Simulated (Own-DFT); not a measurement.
Simulation results for Hf$_{36}$O$_{71}$ (tetragonal hafnia with one neutral oxygen vacancy, atoms displaced)

Computed with Own-DFT development build. A calculation, not a measurement: plane-wave PBE and HSE06 DFT by an unreviewed code, no spin, of a simulated cell at Gamma alone, so results move with cell size and shape, stress positive in tension, energies less offsets, not probed for a lower state with spin; hafnium file: forces about 75 meV/angstrom off all-electron values; oxygen file: force components 24 meV/angstrom off all-electron in a glass; k mesh not checked against a denser one; forces and stress are PBE's, HSE06 gives the energy alone, and its difference from PBE has offsets of its own; offsets are fitted by least squares, one for each functional and potential file, so energies compare only between cells with the same atoms and settings and are not formation energies; the far tail of each file's local potential was reset to the Coulomb form; each entry is a single point on an unrelaxed cell, so the pressure reflects the starting lattice, taken from the Materials Project, from which strain is counted, and rises with the displacements; printed positions are rounded, which can move forces by about a meV/angstrom; the program is a retired in-house code; no spin-orbit coupling.

Common to all runs: first functional PBE; second functional HSE06; exact exchange share 0.25; screening 0.11 1/bohr; exchange divergence Gygi-Baldereschi; potential files PseudoDojo norm-conserving, scalar-relativistic, made for PBE, standard set; wave cutoff 48 hartree; occupations fixed; k mesh 1 x 1 x 1 centred on Gamma.

(1) 
```cif
# cell vector a (Å): 10.7800 0.0000 0.0000
# cell vector b (Å): 0.0000 10.7800 0.0000
# cell vector c (Å): 0.0000 0.0000 10.4493
data_Hf36O71
_symmetry_space_group_name_H-M 'P 1'
_symmetry_Int_Tables_number 1
_cell_length_a 10.7800
_cell_length_b 10.7800
_cell_length_c 10.4493
_cell_angle_alpha 90.000
_cell_angle_beta 90.000
_cell_angle_gamma 90.000
_cell_volume 1214.30
loop_
_atom_site_label
_atom_site_type_symbol
_atom_site_fract_x
_atom_site_fract_y
_atom_site_fract_z
_atom_site_occupancy
Hf1 Hf 0.99334 0.00991 0.99308 1
Hf2 Hf 0.15061 0.16960 0.26016 1
O1 O 0.99315 0.15514 0.15077 1
O2 O 0.15540 0.99423 0.34174 1
O3 O 0.99169 0.16673 0.40109 1
O4 O 0.16623 0.00426 0.09865 1
Hf3 Hf 0.01238 0.00364 0.49969 1
Hf4 Hf 0.18020 0.17716 0.75193 1
O5 O 0.00355 0.17480 0.66132 1
O6 O 0.15214 0.99655 0.85039 1
O7 O 0.00713 0.15891 0.90243 1
O8 O 0.16912 0.00041 0.59970 1
Hf5 Hf 0.98136 0.33643 0.00423 1
Hf6 Hf 0.17596 0.50101 0.23935 1
O9 O 0.01794 0.49528 0.14668 1
O10 O 0.16741 0.34460 0.34519 1
O11 O 0.01564 0.51333 0.40711 1
O12 O 0.15625 0.33980 0.09486 1
Hf7 Hf 0.00215 0.32683 0.48756 1
Hf8 Hf 0.16340 0.50424 0.75370 1
O13 O 0.00378 0.49019 0.64685 1
O14 O 0.16198 0.32689 0.84469 1
O15 O 0.00041 0.50422 0.90209 1
O16 O 0.17469 0.33360 0.59741 1
Hf9 Hf 0.99543 0.65837 0.00852 1
Hf10 Hf 0.16955 0.83224 0.24567 1
O17 O 0.00126 0.83623 0.15411 1
O18 O 0.15645 0.67342 0.35876 1
O19 O 0.01186 0.82852 0.40743 1
Hf11 Hf 0.99272 0.67004 0.49734 1
Hf12 Hf 0.15674 0.82335 0.74331 1
O20 O 0.98764 0.83823 0.66257 1
O21 O 0.15168 0.67869 0.84788 1
O22 O 0.00544 0.83779 0.90328 1
O23 O 0.16763 0.66443 0.58603 1
Hf13 Hf 0.33493 0.99436 0.99778 1
Hf14 Hf 0.49296 0.16380 0.24430 1
O24 O 0.33605 0.16635 0.15709 1
O25 O 0.49148 0.99378 0.34328 1
O26 O 0.32831 0.14354 0.39727 1
O27 O 0.48912 0.98845 0.09743 1
Hf15 Hf 0.34148 0.99869 0.49634 1
Hf16 Hf 0.48019 0.16647 0.74426 1
O28 O 0.33217 0.16903 0.65084 1
O29 O 0.51354 0.99732 0.85672 1
O30 O 0.33186 0.17407 0.91090 1
O31 O 0.50661 0.01016 0.60760 1
Hf17 Hf 0.33545 0.32270 0.99203 1
Hf18 Hf 0.50079 0.51319 0.23133 1
O32 O 0.33943 0.50976 0.14791 1
O33 O 0.50910 0.33796 0.34285 1
O34 O 0.33349 0.51501 0.39519 1
O35 O 0.49728 0.32746 0.09655 1
Hf19 Hf 0.34071 0.34234 0.49760 1
Hf20 Hf 0.50378 0.50100 0.73893 1
O36 O 0.32606 0.51291 0.66282 1
O37 O 0.51157 0.32435 0.84835 1
O38 O 0.33186 0.49804 0.91487 1
O39 O 0.50313 0.32840 0.60128 1
Hf21 Hf 0.33579 0.66008 0.00810 1
Hf22 Hf 0.49989 0.82481 0.23997 1
O40 O 0.31665 0.84546 0.15956 1
O41 O 0.49749 0.67374 0.34396 1
O42 O 0.32384 0.82553 0.41770 1
O43 O 0.49882 0.67503 0.10558 1
Hf23 Hf 0.33716 0.65805 0.49260 1
Hf24 Hf 0.49704 0.83434 0.75237 1
O44 O 0.34232 0.81600 0.64462 1
O45 O 0.49704 0.66584 0.86182 1
O46 O 0.33617 0.83831 0.90953 1
O47 O 0.49048 0.66290 0.59469 1
Hf25 Hf 0.66499 0.00404 0.99992 1
Hf26 Hf 0.83172 0.15788 0.24372 1
O48 O 0.66042 0.16478 0.15387 1
O49 O 0.83605 0.00547 0.35818 1
O50 O 0.66157 0.17677 0.40905 1
O51 O 0.83534 0.01170 0.09756 1
Hf27 Hf 0.66500 0.00019 0.50918 1
Hf28 Hf 0.82784 0.17247 0.74067 1
O52 O 0.66865 0.16736 0.65263 1
O53 O 0.84814 0.99527 0.84688 1
O54 O 0.67737 0.16863 0.90984 1
O55 O 0.84608 0.00629 0.59205 1
Hf29 Hf 0.67064 0.32489 0.99257 1
Hf30 Hf 0.83135 0.50740 0.24971 1
O56 O 0.67610 0.50077 0.16491 1
O57 O 0.83048 0.32395 0.36173 1
O58 O 0.66244 0.50331 0.39723 1
O59 O 0.82003 0.32282 0.10298 1
Hf31 Hf 0.65743 0.33472 0.49243 1
Hf32 Hf 0.83106 0.49584 0.75106 1
O60 O 0.67583 0.49783 0.65346 1
O61 O 0.83672 0.34840 0.83889 1
O62 O 0.66646 0.49741 0.90951 1
O63 O 0.84122 0.32878 0.58825 1
Hf33 Hf 0.65871 0.67455 0.01323 1
Hf34 Hf 0.83212 0.84273 0.25091 1
O64 O 0.66481 0.83664 0.16419 1
O65 O 0.84481 0.65676 0.34142 1
O66 O 0.66941 0.83197 0.39527 1
O67 O 0.83801 0.67026 0.09993 1
Hf35 Hf 0.67547 0.66709 0.51236 1
Hf36 Hf 0.83832 0.83314 0.74469 1
O68 O 0.64981 0.83939 0.66059 1
O69 O 0.83133 0.67744 0.84071 1
O70 O 0.67596 0.84154 0.89954 1
O71 O 0.82501 0.66027 0.58945 1
_calc_PBE_energy_of_cell_above_offsets '-84.945'  # eV
_calc_HSE06_less_PBE_above_offsets '0.778'  # eV
_calc_PBE_pressure 6.4  # GPa
_calc_PBE_stress_xx -8.14  # GPa
_calc_PBE_stress_yy -4.56  # GPa
_calc_PBE_stress_zz -6.49  # GPa
_calc_PBE_stress_yz -0.68  # GPa
_calc_PBE_stress_xz -0.48  # GPa
_calc_PBE_stress_xy -0.14  # GPa
```

Force:
| element | x (eV/Å) | y (eV/Å) | z (eV/Å) |
| --- | --- | --- | --- |
| Hf | 2.693 | -3.544 | 0.29 |
| Hf | 1.923 | -1.727 | -2.286 |
| O | 0.78 | 1.676 | 0.533 |
| O | -0.206 | 1.921 | 0.933 |
| O | 1.791 | -0.681 | -1.146 |
| O | 0.258 | 0.706 | -0.511 |
| Hf | -0.3 | -1.263 | -0.033 |
| Hf | -5.257 | -3.313 | 0.007 |
| O | 0.671 | -0.037 | -0.952 |
| O | 2.308 | 0.685 | -1.575 |
| O | -1.089 | 5.003 | -0.129 |
| O | 0.993 | -0.145 | -0.457 |
| Hf | 3.065 | -0.89 | -0.888 |
| Hf | -1.293 | 1.787 | 2.006 |
| O | -4.077 | 0.984 | -0.211 |
| O | 0.56 | -2.18 | 0.569 |
| O | -1.085 | -3.242 | -0.975 |
| O | 1.507 | -1.206 | -0.337 |
| Hf | -0.612 | 3.4 | 2.546 |
| Hf | -1.724 | -0.008 | -0.456 |
| O | -0.625 | 0.759 | 1.566 |
| O | 0.577 | 2.859 | 0.843 |
| O | -0.371 | -1.091 | 0.112 |
| O | 1.114 | -0.208 | -0.994 |
| Hf | 2.361 | 2.978 | -1.558 |
| Hf | -4.355 | -0.567 | 2.786 |
| O | -1.035 | -0.64 | 0.295 |
| O | 1.483 | -1.149 | -3.361 |
| O | -2.031 | 2.128 | 0.397 |
| Hf | 2.937 | -1.076 | -0.446 |
| Hf | 1.129 | 3.071 | 0.271 |
| O | 3.875 | -0.86 | -3.253 |
| O | 1.277 | -3.354 | 0.845 |
| O | -0.79 | -1.724 | 0.654 |
| O | -1.336 | 0.421 | 2.166 |
| Hf | -3.275 | 0.682 | 1.357 |
| Hf | 0.76 | 0.178 | 1.382 |
| O | -1.982 | 0.864 | -0.708 |
| O | 0.829 | -0.246 | 0.615 |
| O | -0.203 | 5.017 | -0.185 |
| O | 2.395 | 0.347 | 0.225 |
| Hf | -0.631 | -3.657 | 1.013 |
| Hf | 5.076 | -0.974 | 1.69 |
| O | 0.056 | 0.038 | -1.717 |
| O | -1.354 | 1.811 | -1.049 |
| O | 0.456 | -4.617 | -3.837 |
| O | -1.963 | 0.133 | -0.429 |
| Hf | -0.995 | 3.986 | 3.991 |
| Hf | 1.448 | -2.003 | 4.144 |
| O | -0.507 | 0.313 | -0.447 |
| O | -1.861 | 0.135 | 0.267 |
| O | 0.452 | -5.709 | -1.536 |
| O | 0.734 | 0.913 | -0.536 |
| Hf | -1.874 | -0.38 | -0.934 |
| Hf | -0.191 | 0.856 | 2.084 |
| O | 2.08 | -1.505 | -0.846 |
| O | -1.107 | 1.051 | -0.968 |
| O | -0.232 | 0.033 | -1.366 |
| O | -1.995 | 0.925 | 0.289 |
| Hf | -2.081 | 0.925 | -1.882 |
| Hf | -1.893 | 3.075 | 2.902 |
| O | 5.201 | -1.461 | -2.3 |
| O | -0.073 | -1.383 | -0.264 |
| O | 0.37 | 2.015 | -1.958 |
| O | -0.119 | -0.307 | -0.12 |
| Hf | -2.295 | 4.616 | 2.26 |
| Hf | -2.269 | -0.66 | 1.472 |
| O | -0.729 | 1.74 | 2.386 |
| O | 0.68 | -0.322 | -0.979 |
| O | 0.234 | -2.147 | -0.65 |
| O | 4.009 | -1.686 | 1.375 |
| Hf | -0.19 | -0.627 | -0.121 |
| Hf | -1.144 | 1.107 | 1.646 |
| O | -0.094 | -0.823 | -0.239 |
| O | -0.548 | -1.052 | -1.561 |
| O | -0.516 | -3.452 | -0.531 |
| O | -2.288 | -1.238 | 0.913 |
| Hf | 1.673 | 0.688 | -1.395 |
| Hf | 2.47 | -1.156 | 0.172 |
| O | -1.391 | -0.081 | 0.294 |
| O | -1.515 | 1.472 | -0.745 |
| O | 1.005 | -1.428 | -1.593 |
| O | -2.485 | -0.057 | 0.637 |
| Hf | -2.715 | 1.777 | 1.338 |
| Hf | 2.366 | -2.614 | 1.731 |
| O | -2.511 | 0.895 | -2.701 |
| O | 0.793 | 1.665 | -2.665 |
| O | 0.411 | 0.95 | 1.151 |
| O | 2.079 | 0.695 | -0.196 |
| Hf | 3.187 | 0.662 | -0.477 |
| Hf | 2.485 | 3.898 | -1.583 |
| O | -2.509 | 0.043 | -0.621 |
| O | -0.064 | -4.649 | 2.893 |
| O | -0.086 | 1.267 | 0.149 |
| O | -1.71 | 0.095 | 1.326 |
| Hf | 2.927 | 0.107 | -3.788 |
| Hf | 1.921 | -0.409 | 0.977 |
| O | 1.169 | -0.357 | -2.561 |
| O | -0.661 | 3.271 | 1.044 |
| O | 0.659 | -0.094 | 1.912 |
| O | -2.228 | -0.531 | 0.237 |
| Hf | -5.312 | 0.051 | -3.865 |
| Hf | -3.354 | 1.633 | 3.514 |
| O | 3.413 | -0.48 | -2.447 |
| O | 0.02 | -2.648 | 0.484 |
| O | -0.781 | -1.45 | 2.267 |
| O | 3.26 | 0.793 | 2.423 |

(2) 
```cif
# cell vector a (Å): 10.7800 0.0000 0.0000
# cell vector b (Å): 0.0000 10.7800 0.0000
# cell vector c (Å): 0.0000 0.0000 10.4493
data_Hf36O71
_symmetry_space_group_name_H-M 'P 1'
_symmetry_Int_Tables_number 1
_cell_length_a 10.7800
_cell_length_b 10.7800
_cell_length_c 10.4493
_cell_angle_alpha 90.000
_cell_angle_beta 90.000
_cell_angle_gamma 90.000
_cell_volume 1214.30
loop_
_atom_site_label
_atom_site_type_symbol
_atom_site_fract_x
_atom_site_fract_y
_atom_site_fract_z
_atom_site_occupancy
Hf1 Hf 0.99634 0.00176 0.00447 1
Hf2 Hf 0.16632 0.16174 0.25584 1
O1 O 0.99798 0.16000 0.14433 1
O2 O 0.15727 0.00135 0.34598 1
O3 O 0.99929 0.16981 0.40295 1
O4 O 0.16218 0.99968 0.09749 1
Hf3 Hf 0.00193 0.99590 0.49820 1
Hf4 Hf 0.16780 0.17068 0.75235 1
O5 O 0.99709 0.16411 0.65770 1
O6 O 0.16691 0.00492 0.84866 1
O7 O 0.00259 0.16148 0.89455 1
Hf5 Hf 0.00200 0.33267 0.01202 1
Hf6 Hf 0.16875 0.49819 0.25848 1
O8 O 0.00222 0.49846 0.15744 1
O9 O 0.17355 0.32827 0.34829 1
O10 O 0.99687 0.49186 0.40382 1
O11 O 0.16883 0.32639 0.09681 1
Hf7 Hf 0.99809 0.32364 0.49423 1
Hf8 Hf 0.17091 0.49193 0.75883 1
O12 O 0.99817 0.49119 0.65502 1
O13 O 0.17117 0.33874 0.84701 1
O14 O 0.00158 0.49966 0.89736 1
O15 O 0.16807 0.33874 0.60652 1
Hf9 Hf 0.99158 0.66509 0.00124 1
Hf10 Hf 0.17324 0.84506 0.24577 1
O16 O 0.99774 0.83198 0.15522 1
O17 O 0.17025 0.66365 0.34193 1
O18 O 0.00418 0.83619 0.39997 1
O19 O 0.17230 0.66579 0.09756 1
Hf11 Hf 0.00974 0.66766 0.49930 1
Hf12 Hf 0.16605 0.83346 0.75534 1
O20 O 0.00484 0.83083 0.64758 1
O21 O 0.15980 0.65585 0.84130 1
O22 O 0.00047 0.82968 0.90589 1
O23 O 0.16244 0.67442 0.59452 1
Hf13 Hf 0.33379 0.98843 0.00264 1
Hf14 Hf 0.50634 0.16535 0.24744 1
O24 O 0.32283 0.16403 0.14836 1
O25 O 0.49865 0.99883 0.35372 1
O26 O 0.32811 0.16998 0.40016 1
O27 O 0.49304 0.99353 0.09362 1
Hf15 Hf 0.33517 0.99884 0.49332 1
Hf16 Hf 0.49891 0.17090 0.75216 1
O28 O 0.32871 0.15973 0.64952 1
O29 O 0.49176 0.99550 0.85205 1
O30 O 0.33436 0.16824 0.90073 1
O31 O 0.49802 0.00126 0.60371 1
Hf17 Hf 0.33131 0.32908 0.99597 1
Hf18 Hf 0.50416 0.50701 0.24192 1
O32 O 0.33846 0.50198 0.15650 1
O33 O 0.49301 0.33203 0.35086 1
O34 O 0.33779 0.51148 0.40377 1
O35 O 0.49874 0.33419 0.09974 1
Hf19 Hf 0.33937 0.34083 0.49697 1
Hf20 Hf 0.49520 0.49777 0.75233 1
O36 O 0.33148 0.50157 0.65424 1
O37 O 0.49994 0.33609 0.84971 1
O38 O 0.33549 0.50594 0.89345 1
O39 O 0.49981 0.33245 0.60120 1
Hf21 Hf 0.33662 0.66422 0.00487 1
Hf22 Hf 0.50673 0.82832 0.23958 1
O40 O 0.32275 0.83700 0.14658 1
O41 O 0.49530 0.66661 0.34755 1
O42 O 0.33281 0.83425 0.39547 1
O43 O 0.50353 0.66846 0.09957 1
Hf23 Hf 0.32997 0.66462 0.49270 1
Hf24 Hf 0.50186 0.82951 0.74673 1
O44 O 0.33772 0.83904 0.65126 1
O45 O 0.49404 0.66946 0.84171 1
O46 O 0.33130 0.83965 0.89879 1
O47 O 0.50085 0.65955 0.59632 1
Hf25 Hf 0.66413 0.00736 0.99704 1
Hf26 Hf 0.82455 0.16301 0.24163 1
O48 O 0.66513 0.16219 0.15008 1
O49 O 0.83153 0.99062 0.34332 1
O50 O 0.66949 0.16750 0.40211 1
O51 O 0.83379 0.98727 0.09459 1
Hf27 Hf 0.65812 0.00836 0.50081 1
Hf28 Hf 0.83227 0.16455 0.74129 1
O52 O 0.66356 0.17294 0.64966 1
O53 O 0.83425 0.99399 0.85574 1
O54 O 0.66529 0.17217 0.89538 1
O55 O 0.83533 0.00477 0.59411 1
Hf29 Hf 0.66571 0.33332 0.00561 1
Hf30 Hf 0.82995 0.49920 0.24870 1
O56 O 0.65847 0.50130 0.15346 1
O57 O 0.82692 0.33693 0.34910 1
O58 O 0.66979 0.49843 0.40101 1
O59 O 0.83616 0.33639 0.09991 1
Hf31 Hf 0.66551 0.34009 0.49518 1
Hf32 Hf 0.83988 0.50768 0.75238 1
O60 O 0.66578 0.50189 0.65573 1
O61 O 0.83072 0.32561 0.83951 1
O62 O 0.66787 0.50056 0.90841 1
O63 O 0.83694 0.33622 0.60002 1
Hf33 Hf 0.66895 0.67257 0.00981 1
Hf34 Hf 0.83779 0.83503 0.25503 1
O64 O 0.66489 0.83643 0.16006 1
O65 O 0.83246 0.66358 0.33689 1
O66 O 0.66499 0.83930 0.41271 1
O67 O 0.84311 0.66761 0.09665 1
Hf35 Hf 0.66508 0.66945 0.50010 1
Hf36 Hf 0.84135 0.82786 0.74600 1
O68 O 0.65784 0.83227 0.64983 1
O69 O 0.82706 0.66594 0.84728 1
O70 O 0.67280 0.83063 0.90585 1
O71 O 0.83532 0.66052 0.59616 1
_calc_PBE_energy_of_cell_above_offsets '-95.943'  # eV
_calc_HSE06_less_PBE_above_offsets '0.125'  # eV
_calc_PBE_pressure 2.58  # GPa
_calc_PBE_stress_xx -2.8  # GPa
_calc_PBE_stress_yy -2.14  # GPa
_calc_PBE_stress_zz -2.79  # GPa
_calc_PBE_stress_yz -0.65  # GPa
_calc_PBE_stress_xz 1.67  # GPa
_calc_PBE_stress_xy 0.08  # GPa
```

Force:
| element | x (eV/Å) | y (eV/Å) | z (eV/Å) |
| --- | --- | --- | --- |
| Hf | 0.574 | 0.045 | -1.805 |
| Hf | 0.432 | 1.285 | -1.274 |
| O | -0.919 | 0.546 | 1.072 |
| O | 0.477 | -0.035 | 1.029 |
| O | -0.323 | -2.222 | -1.303 |
| O | 0.463 | -0.503 | 0.581 |
| Hf | 0.425 | 0.652 | 0.91 |
| Hf | -0.613 | -0.318 | -0.453 |
| O | 1.555 | -0.202 | -1.384 |
| O | 0.046 | -1.142 | -0.794 |
| O | -0.049 | 1.226 | 1.604 |
| Hf | 0.224 | -0.325 | -2.617 |
| Hf | -0.381 | 0.039 | -1.155 |
| O | 0.004 | -0.351 | -0.405 |
| O | -0.229 | 1.125 | 0.163 |
| O | 0.612 | 1.1 | -0.339 |
| O | -0.323 | 0.71 | 0.221 |
| Hf | 0.285 | 2.643 | 3.054 |
| Hf | -1.408 | 1.427 | -2.837 |
| O | 0.961 | 1.149 | -0.042 |
| O | 0.248 | -2.357 | 2.307 |
| O | -0.932 | -0.648 | 1.685 |
| O | 0.13 | -0.716 | -1.53 |
| Hf | 3.99 | -0.186 | -1.186 |
| Hf | -2.491 | -2.025 | 0.374 |
| O | 0.96 | 0.013 | -0.005 |
| O | -0.483 | 0.819 | 0.799 |
| O | -0.43 | -1.086 | 0.248 |
| O | -0.789 | -0.251 | -0.608 |
| Hf | -1.374 | -1.036 | -0.408 |
| Hf | 1.131 | -0.234 | -0.155 |
| O | -0.744 | 0.716 | 0.316 |
| O | 0.5 | 2.592 | 0.641 |
| O | 0.059 | 0.168 | -0.742 |
| O | 1.603 | -0.271 | -0.07 |
| Hf | -1.594 | 2.346 | -1.35 |
| Hf | -3.452 | 0.334 | 1.316 |
| O | 2.182 | -0.023 | 0.673 |
| O | 0.295 | 0.531 | -1.313 |
| O | 0.319 | -0.917 | 0.142 |
| O | 2.1 | 0.347 | 1.508 |
| Hf | -0.14 | 0.42 | 1.814 |
| Hf | -0.628 | -1.159 | -0.486 |
| O | 0.567 | -0.023 | 0.168 |
| O | 1.213 | 0.871 | -0.212 |
| O | 0.166 | -0.08 | 0.132 |
| O | 0.218 | 0.537 | -0.845 |
| Hf | 0.093 | 0.003 | 0.115 |
| Hf | -1.987 | -1.221 | 2.531 |
| O | -0.712 | 0.095 | -0.774 |
| O | 0.665 | 0.241 | -0.713 |
| O | -0.425 | -3.059 | -0.85 |
| O | 0.284 | -0.719 | 0.047 |
| Hf | -1.31 | -0.884 | 0.924 |
| Hf | 0.949 | 1.132 | -0.861 |
| O | 0.388 | -0.056 | -0.937 |
| O | -0.185 | -0.462 | 0.473 |
| O | 0.149 | -0.905 | 1.785 |
| O | -0.342 | 0.138 | -0.296 |
| Hf | -1.68 | 0.125 | -1.613 |
| Hf | -2.362 | 0.944 | 2.631 |
| O | 3.264 | -0.255 | -0.627 |
| O | 0.917 | 0.661 | -0.672 |
| O | -0.48 | 0.051 | -0.15 |
| O | -0.602 | 0.54 | 0.425 |
| Hf | 0.373 | 2.405 | 2.156 |
| Hf | -0.983 | 0.916 | 0.264 |
| O | -1.252 | -0.038 | -0.224 |
| O | 0.311 | -0.536 | 1.256 |
| O | -0.591 | -2.785 | 0.243 |
| O | -0.608 | 0.344 | -0.691 |
| Hf | 0.481 | -1.442 | -1.753 |
| Hf | 2.528 | -0.096 | 2.105 |
| O | 0.017 | -0.079 | -1.167 |
| O | 0.022 | 3.149 | 0.332 |
| O | -0.199 | 0.468 | -1.416 |
| O | -1.669 | 1.116 | 0.89 |
| Hf | 0.423 | -1.146 | 1.213 |
| Hf | 0.093 | 0.332 | 1.159 |
| O | -0.158 | -0.633 | -0.228 |
| O | -0.451 | 0.421 | -1.35 |
| O | -0.528 | -1.04 | 1.342 |
| O | -0.761 | -0.571 | -0.045 |
| Hf | 0.231 | 1.193 | -2.625 |
| Hf | 1.059 | -0.161 | 0.832 |
| O | 2.668 | 0.011 | -0.924 |
| O | -0.015 | -1.518 | -0.933 |
| O | -0.545 | 1.237 | -0.527 |
| O | -1.313 | -0.395 | 0.424 |
| Hf | 1.103 | -0.474 | 2.143 |
| Hf | -0.558 | -2.975 | -1.117 |
| O | 0.082 | -0.25 | -0.12 |
| O | 0.033 | 1.275 | 1.111 |
| O | -0.181 | 0.227 | 0.997 |
| O | -0.966 | -0.774 | -1.464 |
| Hf | 1.14 | -0.641 | -2.552 |
| Hf | 0.483 | -1.074 | -0.867 |
| O | 1.447 | -0.637 | -1.046 |
| O | -0.296 | 0.515 | 0.937 |
| O | -0.131 | -0.977 | -1.083 |
| O | -3.623 | -0.416 | 0.865 |
| Hf | -0.002 | -0.268 | 0.963 |
| Hf | -1.384 | 1.061 | 0.524 |
| O | 2.524 | -0.206 | 0.307 |
| O | 0.629 | 1.075 | 0.655 |
| O | -0.704 | 0.555 | 0.716 |
| O | 0.208 | 0.929 | -0.187 |
